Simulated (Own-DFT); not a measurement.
# Computed records: WC (WC crystal, atoms displaced)

A calculation, not a measurement: plane-wave density functional theory by an unreviewed code, no spin, of a simulated periodic cell, stress positive in tension, run twice, with PBE and with PBEsol, both on files made for PBE, so the change isn't that of files made for PBEsol, forces on such cells moved up to 12 meV/angstrom on a denser k mesh; the far tail of each file's local potential was reset to the Coulomb form; each entry is a single point on an unrelaxed cell, so the pressure reflects the starting lattice, taken from the Materials Project, from which strain is counted, and rises with the displacements; printed positions are rounded, which can move forces by about a meV/angstrom; the program, named Own-DFT, is a retired in-house code; no spin-orbit coupling; stress was not checked against mesh or cutoff. Program: Own-DFT development build.

Common to all runs: functional PBE, then PBEsol; potential files PseudoDojo norm-conserving, scalar-relativistic, standard set; wave cutoff 50 hartree; occupations cold (Marzari-Vanderbilt); smearing width 0.2 eV; k mesh 4 x 4 x 4 centred on Gamma.

(1) WC (WC crystal, atoms displaced)

```
cell vectors (Å)
   5.8332    -5.0517    -2.8394
   0.0000    -5.0517     8.5183
  -5.8332    -5.0517    -2.8394
atoms (fractions of the cell vectors)
W   0.68834  0.87889  0.94379
C   0.68476  0.96223  0.70161
W   0.37358  0.75153  0.87218
C   0.36991  0.83793  0.62218
W   0.19921  0.38157  0.94398
C   0.18899  0.45694  0.68258
W   0.06085  0.63754  0.81291
C   0.06368  0.70923  0.56989
W   0.94470  0.87291  0.68933
C   0.94304  0.95642  0.43944
W   0.88307  0.24595  0.87334
C   0.88279  0.33920  0.62137
W   0.75303  0.50185  0.74675
C   0.76482  0.58636  0.49864
W   0.61640  0.74907  0.62598
C   0.63537  0.83486  0.37131
W   0.56108  0.12314  0.81215
C   0.55871  0.20939  0.55475
W   0.43689  0.37407  0.68418
C   0.43158  0.45028  0.43931
W   0.29501  0.62057  0.57491
C   0.30380  0.71315  0.31141
W   0.18937  0.87697  0.43575
C   0.19121  0.96190  0.18885
W   0.25261  0.99732  0.74899
C   0.25395  0.07678  0.49555
W   0.14398  0.25215  0.63412
C   0.11695  0.33636  0.37094
W   0.98700  0.49749  0.50186
C   0.99416  0.58327  0.23842
W   0.86222  0.74617  0.38098
C   0.86980  0.83113  0.13505
W   0.82571  0.12114  0.56272
C   0.80045  0.20332  0.31385
W   0.68889  0.37668  0.44234
C   0.68457  0.45914  0.18138
W   0.56600  0.62159  0.31747
C   0.56786  0.71013  0.05171
W   0.43035  0.86879  0.17696
C   0.42611  0.95613  0.93974
W   0.50475  0.00144  0.50009
C   0.50627  0.08681  0.25145
W   0.38350  0.24518  0.38072
C   0.36301  0.33428  0.12396
W   0.23438  0.51633  0.23969
C   0.25241  0.58203  0.00155
W   0.12316  0.74290  0.11735
C   0.12153  0.83836  0.87015
W   0.06057  0.12784  0.31407
C   0.05439  0.21128  0.05988
W   0.93983  0.36888  0.20137
C   0.94189  0.45599  0.94028
W   0.81427  0.61877  0.05753
C   0.81742  0.71003  0.81327
W   0.73753  0.00009  0.24797
C   0.75783  0.08761  0.99291
W   0.62849  0.25072  0.13319
C   0.63170  0.33717  0.87320
W   0.50820  0.49784  0.98992
C   0.50716  0.57756  0.74717
W   0.31826  0.12407  0.06126
C   0.31869  0.20436  0.80781
W   0.00369  0.99467  0.99487
C   0.99271  0.08260  0.74174
```

```
PBE pressure                                      : 7.4 GPa
PBE stress xx                                     : -6.2 GPa
PBE stress yy                                     : -6.7 GPa
PBE stress zz                                     : -9.3 GPa
PBE stress yz                                     : -0.69 GPa
PBE stress xz                                     : 0.11 GPa
PBE stress xy                                     : 0.46 GPa
PBEsol pressure                                   : -0.66 GPa
PBEsol stress xx                                  : 1.68 GPa
PBEsol stress yy                                  : 1.19 GPa
PBEsol stress zz                                  : -0.89 GPa
PBEsol stress yz                                  : -0.69 GPa
PBEsol stress xz                                  : 0.11 GPa
PBEsol stress xy                                  : 0.46 GPa
rms change of force components from PBE to PBEsol : 0.025 eV/Å
```

Force:
```csv
force element,PBE force x (eV/Å),PBE force y (eV/Å),PBE force z (eV/Å),PBEsol force x (eV/Å),PBEsol force y (eV/Å),PBEsol force z (eV/Å)
W,0.923,1.298,-0.688,0.909,1.287,-0.678
C,1.73,1.261,-0.256,1.704,1.242,-0.247
W,0.446,0.109,-1.069,0.434,0.107,-1.042
C,0.215,-0.095,-1.117,0.2,-0.101,-1.101
W,-0.738,4.138,0.169,-0.728,4.091,0.16
C,-1.379,-0.558,-0.114,-1.35,-0.553,-0.117
W,-0.217,1.687,-4.581,-0.207,1.653,-4.509
C,0.296,1.168,0.929,0.275,1.138,0.913
W,-1.232,1.554,2.429,-1.216,1.517,2.388
C,-0.33,0.56,0.49,-0.331,0.538,0.487
W,-0.643,-0.234,2.258,-0.635,-0.221,2.22
C,-1.28,0.608,-1.736,-1.265,0.6,-1.705
W,-0.345,-0.69,-1.041,-0.344,-0.682,-1.023
C,-3.348,2.284,0.584,-3.315,2.265,0.577
W,1.193,-1.409,-0.194,1.196,-1.395,-0.203
C,-2.542,1.565,0.175,-2.507,1.546,0.165
W,0.651,-1.381,0.558,0.641,-1.353,0.54
C,-0.104,-1.862,-1.639,-0.108,-1.827,-1.611
W,0.277,-1.053,-0.704,0.261,-1.019,-0.695
C,0.567,-0.667,1.607,0.558,-0.676,1.573
W,5.234,-0.936,0.754,5.164,-0.94,0.748
C,0.483,-0.344,-1.014,0.484,-0.323,-0.988
W,-0.373,0.968,-0.429,-0.382,0.938,-0.423
C,-0.112,0.912,0.073,-0.1,0.897,0.072
W,-0.174,-0.012,1.362,-0.174,-0.016,1.335
C,-0.301,-0.988,0.837,-0.292,-0.981,0.82
W,-1.059,4.578,1.708,-1.048,4.529,1.691
C,0.228,-1.71,-1.482,0.211,-1.675,-1.461
W,3.952,-2.919,-0.796,3.905,-2.882,-0.782
C,-1.345,-0.544,-0.354,-1.315,-0.528,-0.349
W,4.128,-2.435,0.852,4.071,-2.395,0.842
C,1.301,0.522,0.389,1.285,0.53,0.388
W,-1.926,1.635,2.316,-1.909,1.621,2.282
C,0.848,-1.813,-0.417,0.838,-1.794,-0.409
W,0.353,1.487,-0.119,0.362,1.472,-0.118
C,-0.445,-0.827,-0.804,-0.44,-0.821,-0.795
W,-0.382,1.692,1.624,-0.352,1.651,1.602
C,-1.168,0.156,-0.787,-1.152,0.154,-0.773
W,-0.68,-2.795,-0.568,-0.661,-2.76,-0.543
C,1.488,-0.821,-0.076,1.467,-0.807,-0.074
W,-0.331,0.55,-0.89,-0.339,0.541,-0.859
C,-0.69,1.357,0.038,-0.68,1.326,0.042
W,-0.375,2.438,3.489,-0.372,2.395,3.416
C,0.834,-2.052,-1.121,0.835,-2.017,-1.106
W,-0.067,-1.702,-7.527,-0.066,-1.651,-7.418
C,1.241,0.218,1.308,1.21,0.217,1.296
W,-1.611,-2.131,3.331,-1.573,-2.099,3.262
C,0.159,-0.745,-1.168,0.162,-0.729,-1.154
W,0.841,0.548,-1.284,0.826,0.534,-1.273
C,0.776,-0.937,-1.632,0.759,-0.928,-1.614
W,1.444,2.723,3.486,1.429,2.681,3.453
C,0.332,-0.027,0.28,0.322,-0.031,0.28
W,-1.035,-0.692,1.263,-1.023,-0.687,1.255
C,-0.745,0.589,0.706,-0.729,0.58,0.693
W,2.419,-2.253,-1.914,2.381,-2.232,-1.896
C,-1.503,0.33,-0.521,-1.482,0.333,-0.516
W,1.118,2.061,1.773,1.094,2.035,1.732
C,0.017,0.711,-1.032,0.014,0.699,-1.011
W,-2.625,-0.984,0.281,-2.588,-0.971,0.282
C,-0.685,0.306,1.442,-0.68,0.298,1.421
W,-1.578,0.363,1.043,-1.552,0.363,1.019
C,-0.846,-0.974,-0.113,-0.824,-0.963,-0.11
W,-1.917,-1.459,1.153,-1.885,-1.425,1.154
C,0.638,-2.328,-1.519,0.623,-2.3,-1.505
```

(2) WC (WC crystal, atoms displaced)

```
cell vectors (Å)
   5.8332    -5.0517    -2.8394
   0.0000    -5.0517     8.5183
  -5.8332    -5.0517    -2.8394
atoms (fractions of the cell vectors)
W   0.67903  0.87148  0.92829
C   0.69074  0.95819  0.68697
W   0.36804  0.74116  0.86896
C   0.37923  0.83715  0.62696
W   0.18776  0.37130  0.93683
C   0.18002  0.46805  0.68231
W   0.05815  0.63117  0.81538
C   0.07026  0.71570  0.56796
W   0.93324  0.87233  0.67805
C   0.93297  0.95416  0.43121
W   0.86957  0.25070  0.87017
C   0.88656  0.33373  0.62094
W   0.74873  0.50018  0.74397
C   0.73842  0.58074  0.49874
W   0.62244  0.75364  0.61614
C   0.62153  0.82802  0.38017
W   0.55150  0.12624  0.82007
C   0.56227  0.21348  0.55910
W   0.44040  0.37601  0.68387
C   0.43876  0.45470  0.44824
W   0.30981  0.63143  0.56694
C   0.31041  0.70459  0.30531
W   0.17712  0.87758  0.43530
C   0.19315  0.95601  0.18801
W   0.25402  0.00210  0.75219
C   0.25062  0.08890  0.50348
W   0.12209  0.26256  0.61442
C   0.12392  0.33250  0.37625
W   0.99281  0.49965  0.50245
C   0.00126  0.59718  0.24912
W   0.87193  0.75143  0.37630
C   0.87409  0.83322  0.12451
W   0.81545  0.12707  0.55351
C   0.80819  0.20886  0.31820
W   0.68055  0.37664  0.42696
C   0.68710  0.45891  0.19037
W   0.55517  0.62241  0.31124
C   0.56024  0.70332  0.06336
W   0.43230  0.86481  0.18727
C   0.43204  0.95248  0.93849
W   0.49813  0.99100  0.50131
C   0.50788  0.08768  0.25946
W   0.36732  0.24097  0.37948
C   0.38223  0.33399  0.11819
W   0.24938  0.49690  0.24230
C   0.25237  0.57856  0.99894
W   0.13394  0.74966  0.13337
C   0.11721  0.82832  0.86586
W   0.06317  0.12457  0.30388
C   0.05609  0.20995  0.05724
W   0.93424  0.37850  0.18739
C   0.92852  0.45855  0.93676
W   0.81110  0.62301  0.05690
C   0.80618  0.70342  0.80788
W   0.74782  0.99310  0.25058
C   0.75286  0.07816  0.00269
W   0.62459  0.25911  0.12538
C   0.63849  0.32180  0.87573
W   0.49446  0.49466  0.99979
C   0.49987  0.58189  0.74588
W   0.31954  0.12366  0.05970
C   0.31227  0.20190  0.80918
W   0.00023  0.99909  0.01008
C   0.99633  0.07341  0.74016
```

```
PBE pressure                                      : 6.07 GPa
PBE stress xx                                     : -6.49 GPa
PBE stress yy                                     : -4.43 GPa
PBE stress zz                                     : -7.28 GPa
PBE stress yz                                     : -0.24 GPa
PBE stress xz                                     : -0.2 GPa
PBE stress xy                                     : 0.35 GPa
PBEsol pressure                                   : -1.99 GPa
PBEsol stress xx                                  : 1.41 GPa
PBEsol stress yy                                  : 3.42 GPa
PBEsol stress zz                                  : 1.12 GPa
PBEsol stress yz                                  : -0.24 GPa
PBEsol stress xz                                  : -0.2 GPa
PBEsol stress xy                                  : 0.35 GPa
rms change of force components from PBE to PBEsol : 0.021 eV/Å
```

Force:
```csv
force element,PBE force x (eV/Å),PBE force y (eV/Å),PBE force z (eV/Å),PBEsol force x (eV/Å),PBEsol force y (eV/Å),PBEsol force z (eV/Å)
W,-0.478,-2.116,-0.794,-0.475,-2.092,-0.787
C,-0.35,0.681,0.796,-0.345,0.688,0.775
W,-0.029,-2.477,1.005,-0.031,-2.444,0.998
C,-0.875,1.231,-0.102,-0.864,1.216,-0.106
W,0.022,0.594,1.288,0.02,0.566,1.272
C,-0.024,-0.568,-1.341,-0.023,-0.553,-1.32
W,0.587,1.669,-1.883,0.605,1.654,-1.851
C,-0.478,2.016,-0.271,-0.478,1.984,-0.264
W,-1.231,-1.94,0.147,-1.204,-1.907,0.142
C,-0.016,-0.831,0.697,-0.016,-0.816,0.683
W,1.434,-0.755,-2.365,1.408,-0.757,-2.326
C,-1.894,1.451,0.829,-1.862,1.427,0.82
W,-0.813,0.129,-0.442,-0.802,0.123,-0.436
C,0.974,-0.769,0.113,0.956,-0.758,0.111
W,-1.603,-0.517,-2.941,-1.588,-0.509,-2.901
C,1.126,0.881,1.008,1.109,0.867,0.994
W,3.897,-0.206,-1.487,3.835,-0.2,-1.469
C,-0.376,0.321,-1.286,-0.372,0.326,-1.258
W,-1.322,0.196,-0.468,-1.3,0.2,-0.459
C,0.534,1.585,1.727,0.534,1.556,1.7
W,1.333,1.712,-0.948,1.308,1.676,-0.944
C,-1.019,-1.108,-0.883,-0.993,-1.088,-0.867
W,1.535,-1.956,-1.265,1.52,-1.92,-1.26
C,-0.326,0.225,0.659,-0.33,0.229,0.648
W,-0.962,2.645,0.185,-0.932,2.607,0.174
C,-0.388,1.224,-0.987,-0.374,1.21,-0.974
W,-1.216,-0.515,-4.913,-1.192,-0.502,-4.842
C,0.795,0.632,1.215,0.776,0.625,1.196
W,1.974,-0.596,2.058,1.948,-0.586,2.005
C,-0.406,1.285,-2.177,-0.397,1.271,-2.148
W,0.563,1.048,-0.841,0.555,1.017,-0.81
C,0.064,0.4,-0.282,0.056,0.383,-0.278
W,-2.017,-0.113,-0.79,-1.981,-0.106,-0.786
C,1.676,0.673,0.359,1.653,0.662,0.357
W,-1.128,-2.098,-2.133,-1.112,-2.076,-2.106
C,0.542,0.514,0.954,0.535,0.516,0.936
W,0.426,-0.486,-0.362,0.415,-0.48,-0.355
C,0.341,0.541,0.315,0.331,0.54,0.31
W,1.3,-2.138,1.948,1.272,-2.097,1.914
C,0.231,-0.265,-0.151,0.233,-0.263,-0.144
W,0.537,-1.601,3.205,0.532,-1.577,3.165
C,0.149,1.848,-0.233,0.14,1.823,-0.23
W,2.449,-1.84,2.225,2.414,-1.827,2.203
C,-1.73,0.762,-0.406,-1.699,0.758,-0.393
W,-1.723,-1.138,-0.674,-1.684,-1.126,-0.64
C,-0.53,0.418,0.487,-0.524,0.402,0.474
W,0.072,3.63,2.373,0.073,3.577,2.339
C,-0.361,-2.278,0.483,-0.347,-2.247,0.475
W,-1.51,-0.712,0.033,-1.499,-0.706,0.024
C,0.11,-0.536,-0.495,0.103,-0.533,-0.491
W,0.649,-0.104,-0.703,0.635,-0.091,-0.689
C,0.822,-0.518,-0.438,0.804,-0.509,-0.43
W,-1.085,-0.938,0.684,-1.07,-0.916,0.671
C,0.18,-0.515,0.539,0.179,-0.509,0.529
W,0.08,-0.265,2.138,0.082,-0.286,2.098
C,-0.442,0.34,0.71,-0.435,0.336,0.699
W,0.268,1.342,-3.742,0.263,1.333,-3.68
C,-1.45,0.764,3.121,-1.442,0.754,3.079
W,2.023,-1.112,1.141,1.978,-1.1,1.126
C,-0.297,-0.03,-0.117,-0.292,-0.021,-0.114
W,-1.885,0.232,0.063,-1.853,0.242,0.074
C,-0.455,-0.704,1.603,-0.445,-0.708,1.571
W,2.034,2.411,0.953,1.995,2.371,0.945
C,-0.312,-1.659,0.861,-0.308,-1.628,0.849
```

(3) WC (WC crystal, atoms displaced)

```
cell vectors (Å)
   5.8332    -5.0517    -2.8394
   0.0000    -5.0517     8.5183
  -5.8332    -5.0517    -2.8394
atoms (fractions of the cell vectors)
W   0.69300  0.88109  0.94118
C   0.70165  0.95967  0.69315
W   0.37890  0.75525  0.87393
C   0.38134  0.82197  0.61766
W   0.18192  0.37404  0.92962
C   0.19343  0.45613  0.68587
W   0.06310  0.62189  0.80955
C   0.07085  0.71021  0.56382
W   0.93096  0.87174  0.68561
C   0.91964  0.95386  0.41704
W   0.87516  0.25426  0.86837
C   0.87269  0.33693  0.63241
W   0.74567  0.49380  0.74937
C   0.75737  0.57863  0.50126
W   0.63000  0.74797  0.62842
C   0.62476  0.83261  0.38165
W   0.57276  0.12192  0.80761
C   0.55820  0.19853  0.57207
W   0.44438  0.37591  0.69807
C   0.43985  0.46186  0.43437
W   0.30684  0.62923  0.56274
C   0.31531  0.70922  0.31595
W   0.18625  0.88262  0.43470
C   0.18658  0.95982  0.17859
W   0.24853  0.99653  0.74474
C   0.24641  0.08684  0.50698
W   0.12200  0.24850  0.62435
C   0.11209  0.33367  0.37032
W   0.99038  0.49999  0.49513
C   0.00199  0.58061  0.24837
W   0.88615  0.74756  0.37284
C   0.87553  0.82366  0.12277
W   0.81742  0.12336  0.55163
C   0.80647  0.21139  0.30613
W   0.68708  0.37617  0.42942
C   0.69416  0.45353  0.18874
W   0.56292  0.62998  0.31796
C   0.55922  0.71767  0.06826
W   0.43907  0.86782  0.18051
C   0.44296  0.96232  0.94292
W   0.51052  0.00214  0.49771
C   0.48967  0.08184  0.24396
W   0.37646  0.24155  0.39151
C   0.37224  0.33676  0.12806
W   0.26024  0.49958  0.26221
C   0.25709  0.58045  0.00805
W   0.12118  0.75068  0.11413
C   0.12157  0.83405  0.87143
W   0.07009  0.12257  0.31155
C   0.06250  0.21480  0.06253
W   0.94296  0.37133  0.18065
C   0.93580  0.45625  0.93782
W   0.80786  0.61742  0.06954
C   0.81200  0.70292  0.81569
W   0.75765  0.99339  0.24939
C   0.74804  0.07403  0.99624
W   0.61752  0.25345  0.13032
C   0.61608  0.33303  0.87966
W   0.50267  0.49129  0.99672
C   0.50262  0.57874  0.75718
W   0.32444  0.12594  0.06770
C   0.31487  0.21712  0.80698
W   0.99277  0.99772  0.00806
C   0.99549  0.07978  0.76075
```

```
PBE pressure                                      : 6.62 GPa
PBE stress xx                                     : -5.32 GPa
PBE stress yy                                     : -6.56 GPa
PBE stress zz                                     : -7.97 GPa
PBE stress yz                                     : -0.52 GPa
PBE stress xz                                     : 0.56 GPa
PBE stress xy                                     : -0.75 GPa
PBEsol pressure                                   : -1.44 GPa
PBEsol stress xx                                  : 2.57 GPa
PBEsol stress yy                                  : 1.32 GPa
PBEsol stress zz                                  : 0.43 GPa
PBEsol stress yz                                  : -0.52 GPa
PBEsol stress xz                                  : 0.56 GPa
PBEsol stress xy                                  : -0.73 GPa
rms change of force components from PBE to PBEsol : 0.021 eV/Å
```

Force:
```csv
force element,PBE force x (eV/Å),PBE force y (eV/Å),PBE force z (eV/Å),PBEsol force x (eV/Å),PBEsol force y (eV/Å),PBEsol force z (eV/Å)
W,-0.222,3.003,-2.493,-0.216,2.958,-2.453
C,-0.353,1.852,0.839,-0.344,1.824,0.83
W,-0.622,1.095,-1.622,-0.625,1.078,-1.602
C,-0.726,-1.698,2.208,-0.72,-1.673,2.178
W,0.008,-2.49,-1.046,0.014,-2.455,-1.035
C,-0.566,0.52,0.699,-0.574,0.508,0.686
W,-0.593,-0.672,0.217,-0.582,-0.666,0.22
C,-0.689,1.163,0.638,-0.682,1.151,0.63
W,1.569,-1.758,-0.635,1.542,-1.737,-0.631
C,0.409,-4.871,-2.318,0.407,-4.815,-2.291
W,-1.69,0.216,-2.68,-1.658,0.206,-2.64
C,1.551,1.586,-0.137,1.534,1.56,-0.131
W,0.419,-1.929,1.253,0.409,-1.903,1.232
C,-0.908,0.615,1.535,-0.894,0.613,1.513
W,-0.064,0.534,0.106,-0.056,0.532,0.112
C,1.046,0.11,-0.074,1.034,0.11,-0.078
W,-2.677,-0.124,0.69,-2.644,-0.13,0.68
C,1.837,-0.903,1.568,1.813,-0.881,1.543
W,1.01,3.453,1.655,0.989,3.405,1.62
C,-0.757,-0.772,-1.252,-0.737,-0.761,-1.228
W,1.229,-0.443,-2.598,1.227,-0.438,-2.56
C,-0.11,0.476,0.655,-0.104,0.461,0.637
W,0.421,0.628,-2.235,0.406,0.626,-2.223
C,-0.256,-0.606,-0.886,-0.263,-0.601,-0.873
W,-0.676,-1.585,0.092,-0.662,-1.557,0.095
C,0.638,0.718,-1.027,0.632,0.708,-1.01
W,-0.175,-0.6,0.513,-0.175,-0.597,0.5
C,0.563,-1.71,-1.302,0.551,-1.687,-1.286
W,1.413,-2.282,-2.279,1.399,-2.254,-2.248
C,0.418,-0.202,0.072,0.401,-0.197,0.074
W,-1.728,1.524,0.349,-1.709,1.513,0.356
C,-0.211,-0.429,0.695,-0.206,-0.437,0.691
W,-1.926,-0.868,0.071,-1.925,-0.843,0.056
C,0.379,-0.267,-1.164,0.371,-0.269,-1.143
W,-1.62,-0.955,-1.545,-1.587,-0.954,-1.523
C,-0.523,0.368,1.038,-0.516,0.366,1.019
W,0.992,0.694,-1.248,0.977,0.694,-1.231
C,1.591,1.055,-2.069,1.568,1.037,-2.038
W,-2.46,-2.37,1.865,-2.424,-2.35,1.851
C,0.683,1.201,0.379,0.675,1.182,0.364
W,-1.773,1.919,-1.483,-1.755,1.88,-1.451
C,0.147,-2.272,-1.568,0.139,-2.248,-1.541
W,1.983,0.732,3.884,1.976,0.733,3.828
C,-0.104,0.149,-0.801,-0.086,0.14,-0.794
W,0.189,3.353,1.841,0.185,3.315,1.831
C,0.311,0.855,0.911,0.313,0.849,0.901
W,-0.271,-1.679,-2.515,-0.276,-1.663,-2.473
C,0.17,0.072,-0.228,0.165,0.074,-0.228
W,-0.779,1.067,1.859,-0.772,1.064,1.831
C,0.617,0.888,-1.422,0.603,0.873,-1.396
W,-1.892,-0.204,0.618,-1.888,-0.201,0.623
C,0.397,0.019,0.561,0.395,0.026,0.548
W,1.78,-0.242,1.924,1.769,-0.251,1.896
C,0.193,-0.233,0.182,0.199,-0.228,0.182
W,-1.518,2.401,3.759,-1.489,2.371,3.704
C,-0.253,-2.364,1.714,-0.238,-2.324,1.683
W,1.844,0.804,-2.096,1.816,0.794,-2.05
C,1.424,-0.3,-1.595,1.404,-0.296,-1.565
W,-2.395,-2.334,2.611,-2.351,-2.294,2.562
C,0.219,0.123,1.439,0.216,0.119,1.414
W,-0.835,3.245,2.411,-0.833,3.196,2.366
C,-0.752,0.569,-2.063,-0.738,0.561,-2.024
W,3.207,-0.252,1.077,3.155,-0.222,1.05
C,1.466,0.408,0.447,1.447,0.409,0.441
```
